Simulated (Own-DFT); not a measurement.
# What a defect does to the pressure of its cell: C11b WSi2

The numbers are computed, not measured, by runs of the plane-wave DFT program Own-DFT (in-house, retired, unreviewed) at fixed positions, with no spin and no spin-orbit coupling.

Common settings: PBE; PseudoDojo norm-conserving scalar-relativistic files; cutoff 50 hartree; 5 x 5 x 5 k mesh centred on Gamma; cold (Marzari-Vanderbilt) smearing of 0.2 eV.

Known weak points: forces on such cells failed a check on a denser k mesh; stress not checked against mesh or cutoff.

All runs share one cell, with vectors in Å (-2.148, -5.953, 3.409); (-6.444, 2.976, 1.136); (-2.553, -2.948, -6.757) and a volume of 403.2 Å³. u is the rms random offset of the atoms per axis. The defect's site can differ from row to row.

| cell | formula | u (Å) | P (GPa) |
|---|---|---|---|
| no defect | Si20W10 | 0.0200 | 4.38 |
| no defect | Si20W10 | 0.0213 | 4.64 |
| no defect | Si20W10 | 0.0506 | 6.32 |
| one W on a Si site | Si19W11 | 0.0272 | 9.90 |
| one W on a Si site | Si19W11 | 0.0294 | 9.50 |
| one W on a Si site | Si19W11 | 0.0502 | 10.20 |
| one W vacancy | Si20W9 | 0.0263 | 3.37 |
| one W vacancy | Si20W9 | 0.0438 | 4.69 |
| one W vacancy | Si20W9 | 0.0502 | 4.62 |
| one Si vacancy | Si19W10 | 0.0276 | 3.25 |
| one Si vacancy | Si19W10 | 0.0310 | 3.26 |
| one Si vacancy | Si19W10 | 0.0521 | ? |
| one Si vacancy | Si19W10 | 0.0547 | 5.19 |
| one Si on a W site | Si21W9 | 0.0290 | 6.35 |
| one Si on a W site | Si21W9 | 0.0338 | 6.45 |
| one Si on a W site | Si21W9 | 0.0526 | 7.73 |

## What the rows give

P = P0 + c u² + a shift for each defect gives P0 = 4.28 GPa, c = 732 ± 88 GPa/Å² and a scatter of 0.30 GPa. The shifts, and each times the cell's volume:

- one W on a Si site: 4.58 ± 0.25 GPa, 11.5 eV
- one Si on a W site: 1.40 ± 0.25 GPa, 3.5 eV
- one W vacancy: -1.30 ± 0.25 GPa, -3.3 eV
- one Si vacancy: -1.53 ± 0.25 GPa, -3.8 eV

Against the defect-free cell, a freed cell would be larger where the shift is positive and smaller where it is negative (160.2 GPa Å³ is 1 eV). The atoms around the defects weren't relaxed, which would change these numbers.

## Test on the hidden row

Question: what pressure belongs in the blank (one Si vacancy, u = 0.0521 Å)?

The fitted form gives 4.74 ± 0.37 GPa. The calculation gave 3.82 GPa.
